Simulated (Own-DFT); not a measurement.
# A layer strained by its substrate: wurtzite AlGaN with randomly placed atoms, 72 atoms (Al9Ga27N36)

Source: density functional calculations with Own-DFT, an unreviewed in-house program that is no longer used. Nothing was measured or relaxed, and spin and spin-orbit coupling are left out.

All runs used: PBE; PseudoDojo norm-conserving scalar-relativistic files; cutoff 42 hartree; 4 x 4 x 3 k mesh centred on Gamma; Fermi-Dirac smearing of 0.1 eV.

Known weak points: forces on such cells passed a denser k mesh, each cell not checked; stress not checked against mesh or cutoff.

Unstrained cell vectors in Å: (9.509, 0.000, 0.000); (-4.755, 8.235, 0.000); (0.000, 0.000, 10.268). The unstrained cell has measured lattice constants (interpolated for alloys), not those of this functional. That, the random moves and any unrelaxed bonds set the pressure at no strain. Each run strains x and y alike by e, as a substrate would, and holds the height along z. All atoms carry random offsets, Gaussian with a width of 0.05 Å per axis. The random placing of the alloy's atoms differs from row to row. Stress is positive in tension.

```
e (%),u (Å),(s_xx + s_yy)/2 (GPa),s_zz (GPa)
-2.25,0.046,-21.46,-10.80
-1.75,0.052,-17.11,-11.66
-1.50,0.044,-15.88,-10.62
-0.25,0.051,-8.31,-8.41
0.50,0.043,-3.26,-7.83
1.75,0.050,1.26,-5.62
2.00,0.048,2.78,-4.46
2.25,0.052,3.03,-3.06
2.75,0.048,?,?
3.00,0.047,6.30,-3.17
```

## Analysis

With e as a fraction, the in-plane stress is -6.6 + 549 e - 4435 e² GPa (errors 10 and 708, scatter 0.49), and s_zz is -8.0 + 169 e GPa (slope ± 13, scatter 0.72). At e = 0 the first slope is C11 + C12 and the second 2 C13, both with the ions held to the strained lattice and at the cell's own pressure. The term in e² is negative: the layer stiffens under compression and softens under tension. A free layer would change its height as e changes, and the in-plane slope would drop by 2 C13²/C33 to the biaxial modulus. At fixed height, a misfit of 1 % moves the in-plane stress by about 5.5 GPa and s_zz by 1.7 GPa.

## Withheld run

Q: what are the two stresses at e = 2.75 %?

Estimate: 5.2 and -3.4 GPa. The run itself gave 5.70 and -2.73 GPa.
